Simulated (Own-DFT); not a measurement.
# Response to strain: wurtzite AlGaN with randomly placed atoms, 96 atoms (Al36Ga12N48)

Calculated results; nothing here was measured. The program, named Own-DFT, is a retired in-house plane-wave density functional code that no person has reviewed. Each row is one single-point run on a periodic cell that was not relaxed, without spin or spin-orbit coupling.

Settings of every run: PBE; PseudoDojo norm-conserving scalar-relativistic files (stringent for Ga); cutoff 96 hartree; 3 x 4 x 3 k mesh centred on Gamma; Gaussian smearing of 0.01 eV.

Known limits: k mesh not checked against a denser one; stress not checked against mesh or cutoff.

Unstrained cell vectors in Å: (12.525, 0.000, 0.000); (-4.697, 8.135, 0.000); (0.000, 0.000, 10.066). The unstrained cell has measured lattice constants (interpolated for alloys), not those of this functional. That, the random moves and any unrelaxed bonds set the pressure at no strain. Each run strains this cell uniformly, with the atoms carried along. Every atom was also moved at random, by a Gaussian of width 0.05 Å on each axis. The random placing of the alloy's atoms differs from row to row. Strain is the symmetric tensor, in per cent. Stress is positive in tension, and the pressure is minus a third of its trace.

| run | e_xx (%) | e_yy (%) | e_zz (%) | s_xx (GPa) | s_yy (GPa) | s_zz (GPa) | P (GPa) | E (meV/atom) |
|---|---|---|---|---|---|---|---|---|
| 1 | -2.75 | -2.75 | 0.00 | -24.59 | -24.16 | -11.96 | 20.23 | 77.8 |
| 2 | 2.00 | 2.00 | 0.00 | 3.36 | 4.34 | -4.61 | -1.03 | 22.0 |
| 3 | -3.00 | -3.00 | 0.00 | -29.26 | -23.82 | -11.36 | 21.48 | 81.8 |
| 4 | 2.75 | 2.75 | 0.00 | 7.07 | 7.74 | -1.36 | -4.48 | 1.4 |
| 5 | 1.00 | 1.00 | 0.00 | 0.17 | -0.52 | -6.13 | 2.16 | 0.0 |
| 6 | -1.00 | -1.00 | 0.00 | -13.45 | -12.50 | -7.18 | 11.04 | 30.5 |
| 7 | -1.75 | -1.75 | 0.00 | -17.24 | -16.19 | -9.76 | 14.40 | 39.3 |
| 8 | -0.25 | -0.25 | 0.00 | -8.47 | -6.33 | -7.39 | 7.40 | 10.3 |
| 9 | -0.75 | -0.75 | 0.00 | ? | ? | ? | ? | ? |

E is the free energy for each atom above the lowest run shown.

## Worked fit

The change of volume is close to e_xx + e_yy + e_zz. A straight line through the runs shown gives P = 7.31 - 224 x (fractional change of volume) GPa, with an error of 8 on the slope and a scatter of 0.91 GPa. The strain isn't the same on all axes and the cell isn't cubic, so the slope belongs to this path and is not the bulk modulus.

## Withheld run

Question: what pressure should run 9 give? Its volume changes by -1.49 %.

The line gives 10.7 GPa. The calculation gave 9.56 GPa.
